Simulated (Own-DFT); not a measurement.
# Response to strain: grey tin, 32 atoms (Sn32)

All numbers below are calculated, not measured. They come from Own-DFT, an in-house plane-wave density functional program, since retired, whose code no person has reviewed. Each row is one single-point run on a periodic cell that was not relaxed, without spin or spin-orbit coupling.

Settings of every run: PBE; PseudoDojo norm-conserving scalar-relativistic files; cutoff 42 hartree; 3 x 3 x 5 k mesh centred on Gamma; cold (Marzari-Vanderbilt) smearing of 0.2 eV.

Known limits: forces on such cells failed a check on a denser k mesh; stress not checked against mesh or cutoff.

Unstrained cell vectors in Å: (12.978, 0.000, 0.000); (0.000, 12.978, 0.000); (0.000, 0.000, 6.489). The unstrained cell has measured lattice constants (interpolated for alloys), not those of this functional. That, the random moves and any unrelaxed bonds set the pressure at no strain. Each run strains this cell uniformly, with the atoms carried along. Every atom was also moved at random, by a Gaussian of width 0.05 Å on each axis. Strain is the symmetric tensor, in per cent. Stress is positive in tension, and the pressure is minus a third of its trace.

```
run,e_xx (%),e_yy (%),e_zz (%),s_xx (GPa),s_yy (GPa),s_zz (GPa),P (GPa),E (meV/atom)
1,3.00,3.00,0.00,-0.67,-0.66,-1.36,0.90,2.6
2,-2.00,-2.00,0.00,-6.01,-6.12,-5.50,5.88,67.3
3,-2.50,-2.50,0.00,-6.79,-6.77,-6.05,6.53,80.9
4,-1.00,-1.00,0.00,-4.86,-4.88,-4.55,4.76,53.1
5,1.75,1.75,0.00,-1.73,-1.75,-2.23,1.90,6.0
6,-0.50,-0.50,0.00,-4.10,-4.15,-3.96,4.07,29.9
7,2.25,2.25,0.00,-1.21,-1.22,-1.85,1.43,0.0
8,2.50,2.50,0.00,-1.07,-0.99,-1.71,1.26,1.9
9,-1.50,-1.50,0.00,?,?,?,?,?
```

E is the free energy for each atom above the lowest run shown.

## Worked fit

The change of volume is close to e_xx + e_yy + e_zz. A straight line through the runs shown gives P = 3.81 - 51 x (fractional change of volume) GPa, with an error of 1 on the slope and a scatter of 0.17 GPa. The strain isn't the same on all axes, but the crystal is cubic, so the slope still estimates the bulk modulus, averaged over pressures from 0.9 to 6.5 GPa.

## Withheld run

Question: what pressure should run 9 give? Its volume changes by -2.98 %.

The line gives 5.3 GPa. The calculation gave 5.40 GPa.
